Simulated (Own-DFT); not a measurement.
# How strain changes the stress of C40 NbSi2, 36 atoms (Nb12Si24)

Calculated results; nothing here was measured. They come from Own-DFT, an in-house plane-wave density functional program, since retired, whose code no person has reviewed. Each row is one single-point run on a periodic cell that was not relaxed, without spin or spin-orbit coupling.

Settings of every run: PBE; PseudoDojo norm-conserving scalar-relativistic files; cutoff 42 hartree; 4 x 4 x 5 k mesh centred on Gamma; cold (Marzari-Vanderbilt) smearing of 0.2 eV.

Known limits: forces on such cells failed a check on a denser k mesh; stress not checked against mesh or cutoff.

Unstrained cell vectors in Å: (0.000, 8.324, 0.000); (-9.613, 0.000, 0.000); (0.000, 0.000, 6.586). The unstrained cell was taken from the Materials Project. The random moves and any unrelaxed bonds add to the pressure at no strain. Each run strains this cell uniformly, with the atoms carried along. Every atom was also moved at random, by a Gaussian of width 0.05 Å on each axis. Strain is the symmetric tensor, in per cent. Stress is positive in tension, and the pressure is minus a third of its trace.

```
run,e_xx (%),e_yy (%),e_zz (%),e_yz (%),e_xz (%),e_xy (%),s_xx (GPa),s_yy (GPa),s_zz (GPa),s_yz (GPa),s_xz (GPa),s_xy (GPa),P (GPa),E (meV/atom)
1,-0.94,-0.52,-1.04,-0.72,0.23,0.20,-6.58,-6.06,-10.46,-2.49,1.20,0.79,7.70,24.6
2,1.82,1.16,0.78,-1.58,-1.58,1.11,4.64,2.78,1.81,-4.32,-4.10,2.69,-3.08,29.1
3,0.80,0.55,-0.53,-0.10,0.99,1.59,0.27,0.29,-5.09,0.12,2.76,4.48,1.51,12.8
4,1.17,0.39,-0.14,-1.04,1.97,-1.66,1.77,-0.74,-3.05,-3.84,5.44,-4.17,0.67,24.5
5,1.89,0.92,-1.11,-1.76,-1.07,1.66,3.33,1.46,-6.96,-6.00,-3.64,4.56,0.72,30.6
6,0.82,-1.59,-0.34,1.88,-1.50,1.70,-0.52,-8.42,-6.20,5.92,-5.12,5.41,5.05,27.6
7,-1.98,1.90,-0.33,-0.97,-0.76,1.05,-9.33,2.69,-5.61,-3.03,-2.72,2.77,4.08,30.2
8,0.03,1.35,0.59,-0.85,-0.32,-1.99,-1.47,2.38,-1.61,-2.52,-1.43,-5.81,0.24,46.8
9,0.38,0.78,0.87,-0.18,0.25,-0.15,0.58,1.70,1.24,0.17,0.41,-0.85,-1.17,3.2
10,1.98,-1.42,-0.97,0.73,0.96,-1.34,2.48,-7.16,-8.06,2.75,3.42,-3.45,4.24,33.6
11,-1.84,-0.43,1.27,-0.41,-1.93,1.30,-8.75,-4.21,-0.15,-0.75,-5.87,4.64,4.37,30.1
12,-0.01,-1.56,-0.48,0.94,-2.00,-1.86,-3.93,-8.80,-7.86,3.08,-6.50,-5.34,6.86,32.3
13,0.02,-0.25,1.15,1.25,-0.58,0.20,-1.01,-1.64,1.44,3.88,-2.19,0.65,0.40,0.0
14,0.94,0.18,-1.18,-1.23,-1.74,-1.80,-1.02,-2.20,-8.83,-3.73,-4.87,-5.15,4.02,44.1
15,0.37,0.00,-0.74,-1.58,1.57,0.13,-1.57,-2.21,-6.59,-4.91,5.12,0.20,3.46,10.5
16,1.12,-0.36,1.76,-1.64,-0.64,1.74,?,?,?,?,?,?,?,?
```

E is the free energy for each atom above the lowest run shown.

## Worked fit

Each stress component was fitted by least squares to a constant and the strains of the runs shown, as fractions, with shears doubled. Shear strains stay in the fit of a normal stress only where such slopes are resolved. The slopes, in GPa:

| stress | at no strain | per e_xx | per e_yy | per e_zz | scatter |
|---|---|---|---|---|---|
| s_xx | -2.6 | 353 ± 12 | 41 ± 13 | 98 ± 17 | 0.50 |
| s_yy | -2.5 | 64 ± 12 | 363 ± 13 | 80 ± 17 | 0.52 |
| s_zz | -4.1 | 87 ± 12 | 76 ± 13 | 463 ± 17 | 0.52 |

Each shear stress against twice its own strain: yz 157 ± 9, xz 152 ± 5, xy 144 ± 4 GPa. These are stiffnesses along x, y and z of the frame in which the cell vectors are given, which need not be the crystal's axes. The atoms are held to the strained lattice; where symmetry lets them move under strain, relaxing them would lower some slopes. The table should be nearly symmetric about its diagonal, and what it lacks of that shows the noise. A ninth of its sum, 181 ± 9 GPa, estimates the bulk modulus near the mean pressure of these runs, 2.6 GPa, so it lies above the value at zero pressure.

## Withheld run

Question: what normal stresses and pressure should run 16 give?

The fit gives s_xx = 2.9, s_yy = -1.7, s_zz = 4.7 and P = -2.0 GPa. The calculation gave 2.05, -1.53, 4.28 and P = -1.60 GPa.
